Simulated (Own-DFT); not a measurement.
# Shaking the atoms of beta-Si3N4, 112 atoms (N64Si48)

Calculated results; nothing here was measured. They come from Own-DFT, an in-house plane-wave density functional program, since retired, whose code no person has reviewed. Each row is one single-point run on a periodic cell that was not relaxed, without spin or spin-orbit coupling.

Settings of every run: PBE; PseudoDojo norm-conserving scalar-relativistic files; cutoff 42 hartree; 2 x 2 x 4 k mesh centred on Gamma; Fermi-Dirac smearing of 0.1 eV.

Known limits, some of them of some rows only: some atoms lie very close together; forces on such cells moved up to 12 meV/angstrom on a denser k mesh; stress not checked against mesh or cutoff.

Cell vectors in Å: (15.212, 0.000, 0.000); (-7.606, 13.174, 0.000); (0.000, 0.000, 5.818). In each run every atom was moved at random and independently from its ideal site; u is the rms move along one axis. E is the free energy for each atom above the fitted value at u = 0, and F the rms of the force components.

```
run   u (Å)  E (meV/atom)  F (eV/Å)  largest force (eV/Å)  P (GPa)
  1  0.0189          16.5     0.820                  2.75     5.54
  2  0.0196          18.4     0.844                  3.02     5.44
  3  0.0196          16.3     0.823                  2.81     5.54
  4  0.0520             ?         ?                     ?        ?
  5  0.0534         147.0     2.562                 12.37     9.35
  6  0.0943         386.5     3.956                 16.39    14.84
  7  0.1011         466.6     4.612                 25.79    16.37
  8  0.1486         999.1     7.635                 48.36    30.82
```

## Worked fit

For small independent moves the energy grows as E = (3/2) K u², with K the mean stiffness felt by one atom. The runs with u up to 0.11 Å give K = 30.9 ± 1.2 eV/Å², with residuals divided by u² + 0.0006 Å², since the noise grows with the moves. The scatter is 8.3 meV/atom at u = 0.05 Å. The forces follow F = G u with G = 44.0 eV/Å²; no force at u = 0 is resolved. G exceeds K because the moves of its neighbours add to the force on an atom, and stiffness differs between atoms. At u = 0.149 Å the parabola gives 1023 meV/atom and the run 999. The pressure follows P = 5.32 + 1089 u² GPa: at fixed volume, shortened bonds push harder than stretched ones pull.

## Withheld run

Question: what energy and rms force should run 4 give?

The fit gives 125 ± 10 meV/atom and about 2.29 eV/Å. The calculation gave 135.2 meV/atom and 2.268 eV/Å.
